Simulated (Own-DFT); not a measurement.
# Which defects push the lattice out? zincblende GaP

Everything here is calculated. The program is Own-DFT (plane waves, in-house, since retired, never reviewed by a person); positions were held fixed, and spin and spin-orbit coupling were off.

Method: PBE; PseudoDojo norm-conserving scalar-relativistic files; cutoff 42 hartree; 2 x 3 x 3 k mesh centred on Gamma; Fermi-Dirac smearing of 0.1 eV.

Keep in mind (not all hold for every row): not probed for a lower state with spin; forces on such cells failed a check on a denser k mesh; forces on such cells moved up to 12 meV/angstrom on a denser k mesh; forces on such cells passed a denser k mesh, each cell not checked; stress not checked against mesh or cutoff.

All runs share one cell, with vectors in Å (16.352, 0.000, 0.000); (0.000, 10.901, 0.000); (0.000, 0.000, 10.901) and a volume of 1943.1 Å³. The atoms are randomly displaced, by u rms on each axis. The defect's site can differ from row to row.

| cell | formula | u (Å) | P (GPa) |
|---|---|---|---|
| no defect | Ga48P48 | 0.0217 | 2.75 |
| no defect | Ga48P48 | 0.0475 | 3.21 |
| no defect | Ga48P48 | 0.0502 | 3.31 |
| one Ga on a P site and one P on a Ga site | Ga48P48 | 0.0294 | ? |
| one Ga on a P site and one P on a Ga site | Ga48P48 | 0.0306 | 2.92 |
| one Ga on a P site and one P on a Ga site | Ga48P48 | 0.0466 | 3.21 |
| one Ga on a P site and one P on a Ga site | Ga48P48 | 0.0469 | 3.25 |
| one P on a Ga site | Ga47P49 | 0.0295 | 2.91 |
| one P on a Ga site | Ga47P49 | 0.0312 | 2.96 |
| one P on a Ga site | Ga47P49 | 0.0470 | 3.22 |
| two P on a Ga site each | Ga46P50 | 0.0290 | 2.95 |
| two P on a Ga site each | Ga46P50 | 0.0466 | 3.11 |
| two P on a Ga site each | Ga46P50 | 0.0492 | 3.36 |
| two P vacancies | Ga48P46 | 0.0291 | 2.40 |
| two P vacancies | Ga48P46 | 0.0291 | 2.44 |
| two P vacancies | Ga48P46 | 0.0502 | 2.77 |

## Worked fit

P = P0 + c u² + a shift for each defect gives P0 = 2.68 GPa, c = 234 ± 20 GPa/Å² and a scatter of 0.06 GPa. The shifts, and each times the cell's volume:

- one P on a Ga site: 0.04 ± 0.05 GPa, 0.4 eV (not resolved)
- two P on a Ga site each: 0.03 ± 0.05 GPa, 0.4 eV (0.2 eV for each of its 2 sites) (not resolved)
- one Ga on a P site and one P on a Ga site: 0.03 ± 0.05 GPa, 0.4 eV (not resolved)
- two P vacancies: -0.47 ± 0.05 GPa, -5.7 eV (-2.9 eV for each of its 2 sites)

Against the defect-free cell, a freed cell would be larger where the shift is positive and smaller where it is negative (160.2 GPa Å³ is 1 eV). The atoms around the defects weren't relaxed, which would change these numbers.

## The run left out

Question: what pressure belongs in the blank (one Ga on a P site and one P on a Ga site, u = 0.0294 Å)?

The fitted form gives 2.92 ± 0.07 GPa. The run itself gave 2.90 GPa.
